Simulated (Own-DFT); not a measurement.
# Device materials side by side: how hard are they to compress?

No measurement is shown. These are fixed-geometry runs of a retired plane-wave code named Own-DFT, which no person has reviewed; spin and spin-orbit coupling are neglected.

Known weak points (not all hold for every row): forces on such cells moved up to 12 meV/angstrom on a denser k mesh; forces not confirmed at this smearing and k mesh; k mesh not checked against a denser one; forces on such cells passed a denser k mesh, each cell not checked; stress not checked against mesh or cutoff.

All runs are PBE with PseudoDojo norm-conserving files; cutoff and k mesh are each material's own. Every cell starts from measured lattice constants and was given uniform random strains and small random moves of its atoms. Each triple is the change of volume in per cent, the rms move u in Å and the pressure in GPa.

- 3C SiC (C48Si48), 10.36 Å³/atom unstrained: (-2.45, 0.048, 12.18); (-2.19, 0.049, 11.05); (-1.37, 0.055, 9.12); (-0.84, 0.049, 7.38); (0.94, 0.050, 3.43); (1.48, 0.048, 2.14); (2.32, 0.053, 1.04)
- wurtzite AlN (Al64N64), 10.45 Å³/atom unstrained: withheld
- wurtzite GaN (Ga36N36), 11.42 Å³/atom unstrained: (-3.44, 0.050, 14.86); (-2.06, 0.050, 11.54); (-0.70, 0.048, 8.84); (0.97, 0.047, 5.18); (1.95, 0.051, 3.75); (2.13, 0.048, 2.46); (2.23, 0.049, 3.24)
- diamond silicon (Si64), 20.02 Å³/atom unstrained: (-2.62, 0.052, 5.38); (-2.17, 0.049, 5.00); (0.42, 0.049, 2.14); (0.45, 0.048, 2.08); (1.27, 0.047, 1.48); (1.31, 0.051, 1.45); (2.29, 0.052, 0.50)
- zincblende InP (In48P48), 25.27 Å³/atom unstrained: (-2.85, 0.050, 6.10); (-2.85, 0.052, 6.10); (-2.76, 0.047, 5.91); (0.28, 0.048, 3.37); (2.02, 0.046, 2.20); (2.46, 0.055, 2.27); (2.82, 0.046, 1.63)
- grey tin (Sn64), 34.15 Å³/atom unstrained: (-2.17, 0.048, 5.09); (-2.09, 0.050, 4.80); (-1.48, 0.048, 4.52); (-0.56, 0.052, 4.08); (0.15, 0.045, 3.63); (0.62, 0.048, 3.33); (1.51, 0.050, 2.95)

## Fit

Fit a line to each set against the fractional change of volume; B is minus its slope, and u is nearly the same within a set. To take it to zero pressure, assume that B rises by 4 GPa for each GPa: B0 = B - 4 x (mean pressure). The bond length of an ideal tetrahedral crystal with the unstrained volume v is d = (√3/4)(8 v)^(1/3). Cohen's empirical rule reads B0 = (1971 - 220 L) d^(-3.5) GPa, with L = 0 for group IV crystals and SiC and 1 for III-V compounds.

```
material,L,d (Å),B (GPa),mean P (GPa),B0 (GPa),rule (GPa)
3C SiC (C48Si48),0,1.888,235 ± 10,6.6,209 ± 10,213
wurtzite AlN (Al64N64),1,1.893,?,?,?,188
wurtzite GaN (Ga36N36),1,1.950,208 ± 7,7.1,180 ± 7,169
diamond silicon (Si64),0,2.352,101 ± 3,2.6,91 ± 3,99
zincblende InP (In48P48),1,2.541,76 ± 3,3.9,61 ± 3,67
grey tin (Sn64),0,2.810,56 ± 3,4.1,40 ± 3,53
```

A line through ln[B0/(1971 - 220 L)] against ln d has a slope of -4.2 ± 0.2 and a scatter of 7 %. Against the rule, B0 stands at 98 % for 3C SiC, 106 % for wurtzite GaN, 92 % for diamond silicon, 91 % for zincblende InP, 75 % for grey tin. PBE tends to make silicon and heavier crystals too soft, and the rule itself is only a guide.

## Test on the hidden row

Question: what B0 does the fitted trend give for wurtzite AlN (Al64N64)?

The line gives 195 GPa. Its own runs give B = 217 ± 4 GPa at a mean pressure of 6.0 GPa, so B0 = 193 GPa.
